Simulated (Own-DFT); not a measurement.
# One host, several defects: monoclinic HfO2

Everything here is calculated. The program is Own-DFT (plane waves, in-house, since retired, never reviewed by a person); positions were held fixed, and spin and spin-orbit coupling were off.

All runs used: PBE; PseudoDojo norm-conserving scalar-relativistic files; cutoff 72 hartree; 2 x 2 x 2 k mesh centred on Gamma; Fermi-Dirac smearing of 0.1 eV.

Known weak points (not all hold for every row): a neutral cation vacancy leaves holes that likely carry spin, which these runs leave out; not probed for a lower state with spin; hafnium file: forces about 75 meV/angstrom off all-electron values; oxygen file: force components 24 meV/angstrom off all-electron in a glass; forces on such cells passed a denser k mesh, each cell not checked; stress not checked against mesh or cutoff.

All runs share one cell, with vectors in Å (10.234, 0.000, 0.000); (0.000, 10.350, 0.000); (-1.696, 0.000, 10.445) and a volume of 1106.4 Å³. u is the rms random offset of the atoms per axis. The defect's site can differ from row to row.

```
cell,formula,u (Å),P (GPa)
no defect,Hf32O64,0.0187,4.10
no defect,Hf32O64,0.0501,5.72
no defect,Hf32O64,0.0528,5.88
one Si on a Hf site,Hf31O64Si,0.0302,3.09
one Si on a Hf site,Hf31O64Si,0.0314,3.01
one Si on a Hf site,Hf31O64Si,0.0495,3.86
one Hf vacancy,Hf31O64,0.0303,4.32
one Hf vacancy,Hf31O64,0.0475,5.08
one Hf vacancy,Hf31O64,0.0494,5.60
two Al on a Hf site each and one O vacancy,Al2Hf30O63,0.0288,1.84
two Al on a Hf site each and one O vacancy,Al2Hf30O63,0.0291,2.23
two Al on a Hf site each and one O vacancy,Al2Hf30O63,0.0510,?
two Al on a Hf site each and one O vacancy,Al2Hf30O63,0.0515,3.08
two Al on a Hf site each,Al2Hf30O64,0.0309,2.25
two Al on a Hf site each,Al2Hf30O64,0.0491,3.88
two Al on a Hf site each,Al2Hf30O64,0.0502,3.25
```

## What the rows give

P = P0 + c u² + a shift for each defect gives P0 = 3.93 GPa, c = 690 ± 76 GPa/Å² and a scatter of 0.24 GPa. The shifts, and each times the cell's volume:

- one Hf vacancy: -0.23 ± 0.20 GPa, -1.6 eV (not resolved)
- one Si on a Hf site: -1.61 ± 0.20 GPa, -11.1 eV
- two Al on a Hf site each: -2.16 ± 0.20 GPa, -14.9 eV (-7.4 eV for each of its 2 sites)
- two Al on a Hf site each and one O vacancy: -2.54 ± 0.20 GPa, -17.6 eV

Positive is outwards. The product with the volume (160.2 GPa Å³ to the eV) is nearly free of the cell's size; divided by the bulk modulus at the cell's pressure it gives the volume that the defect adds. The atoms around the defects weren't relaxed, which would change these numbers.

## Prediction

Q: what pressure belongs in the blank (two Al on a Hf site each and one O vacancy, u = 0.0510 Å)?

The fit gives 3.18 ± 0.29 GPa. DFT gave 3.50 GPa.
